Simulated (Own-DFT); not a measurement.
# Computed records: Hf₃₆O₇₁ (tetragonal hafnia with one neutral oxygen vacancy, atoms displaced)

Computed with Own-DFT development build. A calculation, not a measurement: plane-wave PBE and HSE06 DFT by an unreviewed code, no spin, of a simulated cell at Gamma alone, so results move with cell size and shape, stress positive in tension, energies less offsets, not probed for a lower state with spin; hafnium file: forces about 75 meV/angstrom off all-electron values; oxygen file: force components 24 meV/angstrom off all-electron in a glass; k mesh not checked against a denser one; forces and stress are PBE's, HSE06 gives the energy alone, and its difference from PBE has offsets of its own; offsets are fitted by least squares, one for each functional and potential file, so energies compare only between cells with the same atoms and settings and are not formation energies; the far tail of each file's local potential was reset to the Coulomb form; each entry is a single point on an unrelaxed cell, so the pressure reflects the starting lattice, taken from the Materials Project, from which strain is counted, and rises with the displacements; printed positions are rounded, which can move forces by about a meV/angstrom; the program is a retired in-house code; no spin-orbit coupling.

Common to all runs: first functional PBE; second functional HSE06; exact exchange share 0.25; screening 0.11 1/bohr; exchange divergence Gygi-Baldereschi; potential files PseudoDojo norm-conserving, scalar-relativistic, made for PBE, standard set; wave cutoff 48 hartree; occupations fixed; k mesh 1 x 1 x 1 centred on Gamma.

```yaml
- entry: 1
  formula: Hf36O71
  kind: "tetragonal hafnia with one neutral oxygen vacancy, atoms displaced"
  structure:
    cell_angstrom: [[10.78, 0.0, 0.0], [0.0, 10.78, 0.0], [0.0, 0.0, 10.4493]]
    atoms_fractional:
      - [Hf, 0.0038, 0.00874, 0.01405]
      - [Hf, 0.1501, 0.16167, 0.26074]
      - [O, 0.00133, 0.15125, 0.16662]
      - [O, 0.1669, 0.99968, 0.34796]
      - [O, 0.99826, 0.17497, 0.40019]
      - [O, 0.14969, 0.00097, 0.08594]
      - [Hf, 0.00065, 0.00025, 0.51332]
      - [Hf, 0.16784, 0.1646, 0.75974]
      - [O, 0.00119, 0.17442, 0.64761]
      - [O, 0.16723, 0.0079, 0.83459]
      - [O, 0.99482, 0.15035, 0.89809]
      - [O, 0.17498, 0.99475, 0.59319]
      - [Hf, 0.98343, 0.33528, 0.99624]
      - [Hf, 0.1552, 0.50813, 0.25696]
      - [O, 0.99435, 0.50168, 0.14071]
      - [O, 0.16776, 0.3287, 0.35398]
      - [O, 0.9969, 0.50338, 0.40305]
      - [O, 0.15633, 0.32823, 0.08335]
      - [Hf, 0.99595, 0.33519, 0.49096]
      - [Hf, 0.17492, 0.48634, 0.74553]
      - [O, 0.98836, 0.51253, 0.65062]
      - [O, 0.1735, 0.33053, 0.86346]
      - [O, 0.98752, 0.50629, 0.90675]
      - [O, 0.16845, 0.32179, 0.60523]
      - [Hf, 0.00542, 0.67083, 0.99392]
      - [Hf, 0.17235, 0.82135, 0.24043]
      - [O, 0.00324, 0.83811, 0.14813]
      - [O, 0.16269, 0.68625, 0.35719]
      - [O, 0.01132, 0.83098, 0.40131]
      - [O, 0.17048, 0.6688, 0.09646]
      - [Hf, 0.01488, 0.66357, 0.49019]
      - [Hf, 0.15665, 0.83469, 0.75529]
      - [O, 0.99245, 0.83102, 0.63439]
      - [O, 0.16938, 0.66186, 0.85519]
      - [O, 0.0133, 0.84769, 0.90187]
      - [O, 0.17125, 0.66275, 0.59517]
      - [Hf, 0.32217, 0.99735, 0.98902]
      - [Hf, 0.48535, 0.17549, 0.24508]
      - [O, 0.3425, 0.16802, 0.15317]
      - [O, 0.50417, 0.99759, 0.33819]
      - [O, 0.34159, 0.16373, 0.39784]
      - [O, 0.5032, 0.99758, 0.10561]
      - [Hf, 0.3373, 0.00231, 0.50775]
      - [Hf, 0.4881, 0.15021, 0.76138]
      - [O, 0.34191, 0.16653, 0.66551]
      - [O, 0.50097, 0.00232, 0.85167]
      - [O, 0.33318, 0.16062, 0.90683]
      - [O, 0.48995, 0.98726, 0.59202]
      - [Hf, 0.32205, 0.33442, 0.00029]
      - [Hf, 0.51333, 0.49879, 0.23867]
      - [O, 0.32816, 0.49515, 0.15415]
      - [O, 0.49309, 0.32316, 0.34334]
      - [O, 0.34465, 0.50332, 0.40156]
      - [O, 0.50794, 0.34367, 0.10014]
      - [Hf, 0.31892, 0.33567, 0.50594]
      - [Hf, 0.50848, 0.49544, 0.74829]
      - [O, 0.34265, 0.49907, 0.66564]
      - [O, 0.49516, 0.34019, 0.84845]
      - [O, 0.32792, 0.50187, 0.9004]
      - [Hf, 0.33287, 0.65846, 0.00067]
      - [Hf, 0.51234, 0.83053, 0.24503]
      - [O, 0.33204, 0.83564, 0.14851]
      - [O, 0.49543, 0.67602, 0.33898]
      - [O, 0.3276, 0.83598, 0.41768]
      - [O, 0.48975, 0.66597, 0.09833]
      - [Hf, 0.34329, 0.65851, 0.4968]
      - [Hf, 0.49938, 0.8361, 0.75345]
      - [O, 0.34973, 0.82804, 0.6576]
      - [O, 0.49, 0.66051, 0.84064]
      - [O, 0.33261, 0.83628, 0.90212]
      - [O, 0.50629, 0.66444, 0.59145]
      - [Hf, 0.66831, 0.00613, 0.99143]
      - [Hf, 0.84414, 0.16529, 0.25394]
      - [O, 0.67335, 0.17167, 0.14592]
      - [O, 0.83454, 0.00772, 0.3455]
      - [O, 0.67645, 0.17418, 0.407]
      - [O, 0.81977, 0.98898, 0.09345]
      - [Hf, 0.6756, 0.98619, 0.50691]
      - [Hf, 0.82914, 0.16045, 0.75556]
      - [O, 0.68065, 0.15467, 0.64622]
      - [O, 0.83247, 0.99364, 0.84426]
      - [O, 0.65451, 0.17316, 0.89986]
      - [O, 0.83058, 0.99031, 0.59865]
      - [Hf, 0.6718, 0.32575, 0.00065]
      - [Hf, 0.82776, 0.49577, 0.24781]
      - [O, 0.65852, 0.51015, 0.14498]
      - [O, 0.85407, 0.33839, 0.35599]
      - [O, 0.68328, 0.50045, 0.39891]
      - [O, 0.8386, 0.3191, 0.11082]
      - [Hf, 0.66681, 0.33392, 0.49182]
      - [Hf, 0.83292, 0.50038, 0.75692]
      - [O, 0.65919, 0.50154, 0.64798]
      - [O, 0.83993, 0.34012, 0.84187]
      - [O, 0.66766, 0.48659, 0.91432]
      - [O, 0.82906, 0.32506, 0.60277]
      - [Hf, 0.67508, 0.67684, 0.02154]
      - [Hf, 0.83753, 0.82895, 0.2489]
      - [O, 0.66032, 0.84134, 0.14456]
      - [O, 0.8327, 0.6633, 0.34109]
      - [O, 0.66386, 0.83918, 0.40234]
      - [O, 0.82884, 0.67212, 0.10176]
      - [Hf, 0.6714, 0.67029, 0.502]
      - [Hf, 0.83407, 0.82857, 0.75358]
      - [O, 0.67647, 0.83334, 0.65103]
      - [O, 0.84617, 0.66403, 0.84642]
      - [O, 0.65657, 0.83645, 0.90998]
      - [O, 0.81809, 0.66422, 0.59756]
  results:
    "PBE_energy_of_cell_above_offsets [eV]": "-85.658"
    "HSE06_less_PBE_above_offsets [eV]": "0.615"
    "PBE_pressure [GPa]": 6.94
    "PBE_stress_xx [GPa]": -7.91
    "PBE_stress_yy [GPa]": -6.06
    "PBE_stress_zz [GPa]": -6.84
    "PBE_stress_yz [GPa]": 1.32
    "PBE_stress_xz [GPa]": -1.77
    "PBE_stress_xy [GPa]": -0.03
    force_element: [Hf, Hf, O, O, O, O, Hf, Hf, O, O, O, O, Hf, Hf, O, O, O, O, Hf, Hf, O, O, O, O, Hf, Hf, O, O, O, O, Hf, Hf, O, O, O, O, Hf, Hf, O, O, O, O, Hf, Hf, O, O, O, O, Hf, Hf, O, O, O, O, Hf, Hf, O, O, O, Hf, Hf, O, O, O, O, Hf, Hf, O, O, O, O, Hf, Hf, O, O, O, O, Hf, Hf, O, O, O, O, Hf, Hf, O, O, O, O, Hf, Hf, O, O, O, O, Hf, Hf, O, O, O, O, Hf, Hf, O, O, O, O]
    "force_x [eV/angstrom]": [-7.338, 4.695, -1.113, -0.682, 0.655, 7.954, 0.461, -0.682, 0.012, 0.701, 0.117, -2.196, 2.195, 1.595, 0.563, -0.272, 1.502, -1.123, -1.406, -0.551, 2.193, -0.802, 0.687, -1.229, 0.119, 0.321, -0.892, 0.393, -1.967, -1.519, -1.767, 1.676, 1.123, -1.304, -0.038, 0.338, 2.299, 4.817, -5.67, -0.057, -1.2, -0.699, -0.47, 3.709, -3.058, -0.277, -0.002, 4.367, 2.01, -5.147, -0.788, 1.17, -1.675, -0.804, 4.288, -0.005, -2.075, -0.507, -0.776, 0.856, -3.382, -0.041, 0.423, -0.025, 2.136, 0.7, 0.752, -3.571, 0.395, -0.518, -0.202, -2.065, -4.897, -0.088, 0.476, 0.472, 2.763, -2.723, 0.385, -2.503, -0.949, 1.253, 2.732, -2.008, 0.198, 4.646, -1.029, -1.038, -0.223, -0.574, -1.006, 2.01, 0.394, 0.866, 0.586, -4.318, 0.087, 2.935, 0.28, 1.021, 3.06, -1.535, -0.125, -1.791, -0.602, 0.83, 3.087]
    "force_y [eV/angstrom]": [-1.909, -0.224, -0.082, 0.175, -2.001, 0.096, -0.605, 2.732, -1.505, -2.886, 3.353, 0.105, 0.732, -1.118, 0.355, 2.113, -0.13, -0.259, -0.438, 1.902, -0.84, -0.11, -1.632, 1.547, 0.288, 3.931, -1.041, -5.353, 1.208, -0.367, 2.231, -1.359, -0.044, 0.54, -1.617, -0.442, -0.995, -3.954, 0.348, 0.402, 0.831, 0.335, -0.882, 4.879, 0.448, -2.58, 1.176, 0.714, 0.691, -0.76, -0.027, 4.356, -1.571, -0.168, -0.94, 0.418, -0.726, -2.347, -1.233, 0.75, 3.745, 0.233, -2.653, -0.858, -0.218, 3.452, -2.102, -0.24, 1.069, -0.497, 0.177, -0.066, 0.703, -0.026, -2.6, -0.885, 0.369, 3.827, 1.229, -0.279, 0.219, -0.773, 0.385, -0.219, 0.393, 0.13, 0.101, -0.273, 1.481, -0.98, 0.562, -0.81, -3.071, 2.872, 0.922, -0.423, 1.819, -2.221, 0.585, -2.314, 0.199, -0.615, 0.166, 0.397, 1.886, -1.465, 0.15]
    "force_z [eV/angstrom]": [-2.69, 0.984, -3.097, -0.984, 0.239, 2.762, -1.857, -2.314, 0.739, 1.675, 0.262, 1.722, -0.725, -1.341, 1.49, -0.264, -1.791, 2.09, 3.061, 0.875, 0.132, -2.377, -0.256, 0.759, -0.11, 0.874, 0.309, -0.668, -0.413, 1.483, 2.823, -1.42, 2.396, -1.069, -0.693, 0.613, 3.662, 1.225, -2.584, 0.9, 1.833, -2.952, -3.973, -1.476, -1.854, 1.001, -0.726, 2.382, 0.74, 2.597, 0.264, 1.419, 0.162, -0.538, -2.224, 1.189, -2.174, -0.233, 0.635, -1.35, 0.741, 0.179, 0.875, -0.796, 0.089, 1.11, -0.084, 0.546, 0.448, -0.367, -0.033, 2.56, 1.135, 0.489, 0.667, -0.412, 0.791, -1.098, -2.235, 1.39, 0.274, -1.22, 0.601, 1.064, 0.882, -0.098, -1.607, -1.192, -0.769, 1.902, -2.557, 0.058, 2.143, -1.175, -0.957, -3.673, 0.236, 0.32, -0.134, -1.241, 0.736, -0.849, -1.372, 0.534, 1.263, -1.056, 0.739]
- entry: 2
  formula: Hf36O71
  kind: "tetragonal hafnia with one neutral oxygen vacancy, atoms displaced"
  structure:
    cell_angstrom: [[10.78, 0.0, 0.0], [0.0, 10.78, 0.0], [0.0, 0.0, 10.4493]]
    atoms_fractional:
      - [Hf, 0.0047, 0.9947, 0.9946]
      - [Hf, 0.16199, 0.15727, 0.23699]
      - [O, 0.01249, 0.1666, 0.14462]
      - [O, 0.17262, 0.00172, 0.35355]
      - [O, 0.0125, 0.16539, 0.40108]
      - [O, 0.18213, 0.00051, 0.09448]
      - [Hf, 0.00788, 0.01897, 0.51506]
      - [Hf, 0.1621, 0.16985, 0.74745]
      - [O, 0.00337, 0.16258, 0.65112]
      - [O, 0.15861, 0.02129, 0.84313]
      - [O, 0.99495, 0.17026, 0.90202]
      - [O, 0.16042, 0.00162, 0.57877]
      - [Hf, 0.01596, 0.3322, 0.99835]
      - [Hf, 0.15878, 0.50094, 0.2552]
      - [O, 0.99049, 0.49983, 0.16503]
      - [O, 0.18035, 0.34083, 0.34758]
      - [O, 0.00323, 0.51204, 0.40448]
      - [O, 0.16081, 0.31755, 0.09536]
      - [Hf, 0.99674, 0.32427, 0.48873]
      - [Hf, 0.16217, 0.49611, 0.74739]
      - [O, 0.9789, 0.49228, 0.65542]
      - [O, 0.17045, 0.33032, 0.85476]
      - [O, 0.00618, 0.48581, 0.88949]
      - [O, 0.16567, 0.32826, 0.6053]
      - [Hf, 0.99894, 0.66328, 0.00752]
      - [Hf, 0.15697, 0.84484, 0.25084]
      - [O, 0.01274, 0.84478, 0.15635]
      - [O, 0.15601, 0.67826, 0.3449]
      - [O, 0.98381, 0.82124, 0.40292]
      - [O, 0.16429, 0.66444, 0.09901]
      - [Hf, 0.99613, 0.66568, 0.47996]
      - [Hf, 0.17847, 0.84199, 0.75536]
      - [O, 0.00562, 0.82586, 0.65542]
      - [O, 0.17971, 0.67942, 0.84709]
      - [O, 0.99712, 0.83034, 0.89292]
      - [O, 0.16455, 0.66553, 0.59015]
      - [Hf, 0.32825, 0.98876, 0.00057]
      - [Hf, 0.50955, 0.15622, 0.24606]
      - [O, 0.31532, 0.16315, 0.15477]
      - [O, 0.49719, 0.99159, 0.33534]
      - [O, 0.33923, 0.16433, 0.40268]
      - [O, 0.4843, 0.99382, 0.09483]
      - [Hf, 0.32471, 0.98498, 0.49855]
      - [Hf, 0.49691, 0.16724, 0.76328]
      - [O, 0.34393, 0.16507, 0.65023]
      - [O, 0.50547, 0.00339, 0.85704]
      - [O, 0.3334, 0.16002, 0.8947]
      - [O, 0.50933, 0.99978, 0.60581]
      - [Hf, 0.34589, 0.31696, 0.99708]
      - [Hf, 0.49274, 0.50332, 0.26204]
      - [O, 0.32442, 0.50683, 0.1411]
      - [O, 0.49838, 0.33769, 0.35324]
      - [O, 0.33204, 0.51351, 0.40231]
      - [O, 0.50051, 0.34305, 0.10926]
      - [Hf, 0.33404, 0.31234, 0.51035]
      - [Hf, 0.49724, 0.49815, 0.74982]
      - [O, 0.31587, 0.49628, 0.65861]
      - [O, 0.49945, 0.3205, 0.84733]
      - [O, 0.32575, 0.48775, 0.8914]
      - [O, 0.49135, 0.33593, 0.59179]
      - [Hf, 0.33816, 0.672, 0.99496]
      - [Hf, 0.49018, 0.84072, 0.24404]
      - [O, 0.33376, 0.83613, 0.16389]
      - [O, 0.49673, 0.66782, 0.34511]
      - [O, 0.33353, 0.83169, 0.40736]
      - [O, 0.49365, 0.66679, 0.10411]
      - [Hf, 0.33747, 0.66551, 0.48638]
      - [Hf, 0.51394, 0.82432, 0.75436]
      - [O, 0.33699, 0.83286, 0.65509]
      - [O, 0.50079, 0.66459, 0.85121]
      - [O, 0.33004, 0.83174, 0.90028]
      - [O, 0.50696, 0.67388, 0.59659]
      - [Hf, 0.67856, 0.99871, 0.99329]
      - [Hf, 0.83168, 0.16835, 0.26075]
      - [O, 0.67085, 0.16375, 0.14314]
      - [O, 0.83457, 0.01027, 0.35996]
      - [O, 0.67066, 0.15334, 0.40297]
      - [Hf, 0.66642, 0.99211, 0.48352]
      - [Hf, 0.83711, 0.169, 0.75504]
      - [O, 0.66545, 0.1641, 0.66103]
      - [O, 0.82491, 0.01305, 0.85188]
      - [O, 0.67607, 0.15812, 0.92128]
      - [O, 0.82942, 0.00364, 0.60908]
      - [Hf, 0.66745, 0.3388, 0.01916]
      - [Hf, 0.83605, 0.51114, 0.25998]
      - [O, 0.6786, 0.50437, 0.15833]
      - [O, 0.8316, 0.32439, 0.34096]
      - [O, 0.66923, 0.50654, 0.40424]
      - [O, 0.8263, 0.32342, 0.10192]
      - [Hf, 0.67215, 0.33567, 0.49209]
      - [Hf, 0.82774, 0.5024, 0.74674]
      - [O, 0.66995, 0.50024, 0.66138]
      - [O, 0.82982, 0.33372, 0.84856]
      - [O, 0.67166, 0.48663, 0.89922]
      - [O, 0.83431, 0.34445, 0.58258]
      - [Hf, 0.66579, 0.66304, 0.99468]
      - [Hf, 0.84442, 0.81755, 0.25478]
      - [O, 0.65886, 0.8319, 0.15703]
      - [O, 0.8444, 0.67337, 0.35439]
      - [O, 0.66722, 0.84292, 0.40583]
      - [O, 0.8305, 0.66612, 0.10958]
      - [Hf, 0.67454, 0.66917, 0.49934]
      - [Hf, 0.83996, 0.83059, 0.74381]
      - [O, 0.6706, 0.8259, 0.65236]
      - [O, 0.82448, 0.67136, 0.85117]
      - [O, 0.66357, 0.83052, 0.89788]
      - [O, 0.83405, 0.66533, 0.59576]
  results:
    "PBE_energy_of_cell_above_offsets [eV]": "-84.028"
    "HSE06_less_PBE_above_offsets [eV]": "0.563"
    "PBE_pressure [GPa]": 7.53
    "PBE_stress_xx [GPa]": -6.13
    "PBE_stress_yy [GPa]": -9.6
    "PBE_stress_zz [GPa]": -6.85
    "PBE_stress_yz [GPa]": -0.9
    "PBE_stress_xz [GPa]": -1.28
    "PBE_stress_xy [GPa]": -0.01
    force_element: [Hf, Hf, O, O, O, O, Hf, Hf, O, O, O, O, Hf, Hf, O, O, O, O, Hf, Hf, O, O, O, O, Hf, Hf, O, O, O, O, Hf, Hf, O, O, O, O, Hf, Hf, O, O, O, O, Hf, Hf, O, O, O, O, Hf, Hf, O, O, O, O, Hf, Hf, O, O, O, O, Hf, Hf, O, O, O, O, Hf, Hf, O, O, O, O, Hf, Hf, O, O, O, Hf, Hf, O, O, O, O, Hf, Hf, O, O, O, O, Hf, Hf, O, O, O, O, Hf, Hf, O, O, O, O, Hf, Hf, O, O, O, O]
    "force_x [eV/angstrom]": [-1.421, 0.966, -3.965, -0.695, -0.41, -4.876, -7.191, 2.356, -1.156, 0.177, 0.349, 4.457, -3.579, 2.708, 1.436, -1.352, -0.37, 2.864, 1.542, -1.49, 3.974, -0.364, -0.134, -1.396, 0.869, 4.273, -4.048, 0.503, 0.72, -0.956, 2.96, -1.498, 0.191, -0.859, 0.205, 0.163, 3.638, -1.933, 5.46, 0.429, 0.257, 2.151, 3.631, 1.796, -2.482, -0.067, 0.092, -1.039, -2.016, -1.077, 0.259, 0.896, 0.138, -0.429, -1.097, -1.336, 4.054, -0.113, 1.394, 3.09, -1.451, 2.599, -3.372, 0.59, 0.074, 1.171, -0.996, -0.336, -0.276, -0.13, 0.263, -0.725, -0.629, 0.125, -0.807, 0.947, -1.049, -0.016, -2.515, 0.553, 1.219, -0.849, 1.06, 1.378, -1.854, -1.677, 0.376, 0.575, 2.343, -2.268, 0.847, -2.648, 0.051, -1.411, -0.17, -0.383, -1.939, 1.746, -2.496, 0.744, 1.397, -1.608, 0.133, 0.593, 0.345, -0.087, -0.081]
    "force_y [eV/angstrom]": [1.236, 1.978, -1.492, -0.705, 0.705, -0.823, -3.03, 3.56, 0.461, -4.581, -0.792, -0.509, -0.788, 0.794, -0.002, -0.989, -5.975, 1.508, 3.107, 1.151, 0.048, -1.035, 3.276, -0.255, -0.531, -1.626, -0.011, -0.74, 5.442, 0.47, 1.752, -2.157, 1.191, -1.594, 0.319, -0.288, 1.976, 1.186, 0.938, 2.808, -1.673, 1.012, 2.681, -4.088, -0.04, -1.541, -0.227, -1.001, 2.114, -0.396, -0.626, -1.093, -3.064, -0.935, 1.359, -1.181, 0.36, 3.84, 1.034, 1.232, -3.727, -3.116, -0.649, 1.043, -0.125, -0.258, 0.912, 3.239, 0.892, -1.175, 1.259, -1.098, -1.126, -2.661, -1.149, -1.755, 3.872, 2.995, 0.623, 1.829, -3.254, 3.316, -0.522, -1.254, -2.096, -0.057, 3.363, -0.641, 0.376, -1.291, -0.821, -0.108, -0.023, 2.23, -1.388, 0.041, 5.555, 0.205, -3.248, -5.789, 0.753, 1.294, 1.172, -0.322, -1.132, -0.336, 0.401]
    "force_z [eV/angstrom]": [0.028, 3.081, -0.146, -0.799, -1.009, 1.362, -2.268, 0.177, -1.017, 0.833, -0.244, 4.366, -1.146, -0.668, -1.921, 0.057, -2.175, 1.111, 2.153, 0.354, -1.297, -0.656, 2.375, -0.871, -2.025, 2.061, -2.543, -0.677, -1.872, -0.894, 7.538, -1.42, -0.005, -0.005, 2.068, -0.307, -1.833, 0.327, -1.588, 2.193, -0.092, 0.999, 1.056, -3.085, 0.094, -0.522, 1.133, -1.792, 0.157, -2.099, 1.654, -0.53, -1.624, -0.3, -1.372, -0.48, -1.32, 1.96, 1.402, 1.302, 1.025, -0.373, -2.141, 0.717, -1.459, -1.524, 3.936, -1.715, 0.052, 0.547, 0.055, 0.144, 1.263, -3.756, 2.627, -1.409, -1.935, 6.516, 0.046, 0.209, 0.68, -1.457, -0.82, -2.005, -1.151, -0.196, 2.151, -0.132, 0.327, 1.597, 2.489, -2.032, -1.009, 1.116, -0.128, 0.856, -1.996, -0.284, 0.402, -2.541, -0.181, 1.558, -0.259, -0.083, 0.58, 0.406, 0.06]
```
